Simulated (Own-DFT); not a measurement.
# Response to strain: grey tin, 32 atoms (Sn32)

All numbers below are calculated, not measured. They come from Own-DFT, an in-house plane-wave density functional program, since retired, whose code no person has reviewed. Each row is one single-point run on a periodic cell that was not relaxed, without spin or spin-orbit coupling.

Settings of every run: PBE; PseudoDojo norm-conserving scalar-relativistic files; cutoff 42 hartree; 3 x 3 x 5 k mesh centred on Gamma; cold (Marzari-Vanderbilt) smearing of 0.2 eV.

Known limits: forces on such cells failed a check on a denser k mesh; stress not checked against mesh or cutoff.

Unstrained cell vectors in Å: (12.978, 0.000, 0.000); (0.000, 12.978, 0.000); (0.000, 0.000, 6.489). The unstrained cell has measured lattice constants (interpolated for alloys), not those of this functional. That, the random moves and any unrelaxed bonds set the pressure at no strain. Each run strains this cell uniformly, with the atoms carried along. Every atom was also moved at random, by a Gaussian of width 0.05 Å on each axis. Strain is the symmetric tensor, in per cent. Stress is positive in tension, and the pressure is minus a third of its trace.

```
run,e_xx (%),e_yy (%),e_zz (%),s_xx (GPa),s_yy (GPa),s_zz (GPa),P (GPa),E (meV/atom)
1,-0.50,-0.50,0.00,-4.21,-4.18,-4.12,4.17,40.0
2,-2.00,-2.00,0.00,-6.05,-6.05,-5.40,5.83,62.5
3,3.00,3.00,0.00,-0.62,-0.58,-1.42,0.87,0.0
4,1.25,1.25,0.00,-2.31,-2.28,-2.59,2.40,16.9
5,0.25,0.25,0.00,-3.29,-3.32,-3.33,3.32,21.9
6,1.75,1.75,0.00,-1.75,-1.70,-2.20,1.89,3.1
7,-1.00,-1.00,0.00,-4.82,-4.79,-4.49,4.70,45.1
8,2.50,2.50,0.00,-1.03,-1.04,-1.73,1.27,1.4
9,2.25,2.25,0.00,?,?,?,?,?
```

E is the free energy for each atom above the lowest run shown.

## Worked fit

The change of volume is close to e_xx + e_yy + e_zz. A straight line through the runs shown gives P = 3.72 - 49 x (fractional change of volume) GPa, with an error of 1 on the slope and a scatter of 0.13 GPa. The strain isn't the same on all axes, but the crystal is cubic, so the slope still estimates the bulk modulus, averaged over pressures from 0.9 to 5.8 GPa.

## Withheld run

Question: what pressure should run 9 give? Its volume changes by 4.55 %.

The line gives 1.5 GPa. The calculation gave 1.44 GPa.
